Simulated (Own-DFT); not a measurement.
# One host, several defects: 2H SiC

Everything here is calculated. The program is Own-DFT (plane waves, in-house, since retired, never reviewed by a person); positions were held fixed, and spin and spin-orbit coupling were off.

Settings: PBE; PseudoDojo norm-conserving scalar-relativistic files; cutoff 42 hartree; 4 x 4 x 3 k mesh centred on Gamma; Fermi-Dirac smearing of 0.1 eV.

Keep in mind (not all hold for every row): not probed for a lower state with spin; forces on such cells moved up to 12 meV/angstrom on a denser k mesh; forces on such cells passed a denser k mesh, each cell not checked; stress not checked against mesh or cutoff.

All runs share one cell, with vectors in Å (9.248, 0.000, 0.000); (-4.624, 8.009, 0.000); (0.000, 0.000, 10.068) and a volume of 745.7 Å³. Atoms were moved at random from their sites; u is the rms move along one axis. The defect's site can differ from row to row.

| cell | formula | u (Å) | P (GPa) |
|---|---|---|---|
| no defect | C36Si36 | 0.0296 | 3.87 |
| no defect | C36Si36 | 0.0312 | 3.93 |
| no defect | C36Si36 | 0.0602 | 6.23 |
| one C vacancy | C35Si36 | 0.0272 | 3.67 |
| one C vacancy | C35Si36 | 0.0293 | 3.65 |
| one C vacancy | C35Si36 | 0.0308 | 3.92 |
| one C on a Si site | C37Si35 | 0.0303 | 2.00 |
| one C on a Si site | C37Si35 | 0.0305 | ? |
| one C on a Si site | C37Si35 | 0.0511 | 3.26 |
| one C on a Si site | C37Si35 | 0.0519 | 4.10 |
| one Si on a C site | C35Si37 | 0.0289 | 10.20 |
| one Si on a C site | C35Si37 | 0.0462 | 11.59 |
| one Si on a C site | C35Si37 | 0.0471 | 11.23 |
| one Al on a Si site and one N on a C site | AlC35NSi35 | 0.0286 | 4.02 |
| one Al on a Si site and one N on a C site | AlC35NSi35 | 0.0322 | 4.17 |
| one Al on a Si site and one N on a C site | AlC35NSi35 | 0.0534 | 5.86 |

## Worked fit

P = P0 + c u² + a shift for each defect gives P0 = 3.03 GPa, c = 903 ± 68 GPa/Å² and a scatter of 0.22 GPa. The shifts, and each times the cell's volume:

- one Si on a C site: 6.42 ± 0.18 GPa, 29.9 eV
- one Al on a Si site and one N on a C site: 0.24 ± 0.18 GPa, 1.1 eV (not resolved)
- one C vacancy: -0.05 ± 0.19 GPa, -0.3 eV (not resolved)
- one C on a Si site: -1.79 ± 0.18 GPa, -8.3 eV

Against the defect-free cell, a freed cell would be larger where the shift is positive and smaller where it is negative (160.2 GPa Å³ is 1 eV). The atoms around the defects weren't relaxed, which would change these numbers.

## Check

Asked: what pressure belongs in the blank (one C on a Si site, u = 0.0305 Å)?

The fitted form gives 2.09 ± 0.26 GPa. DFT gave 2.08 GPa.
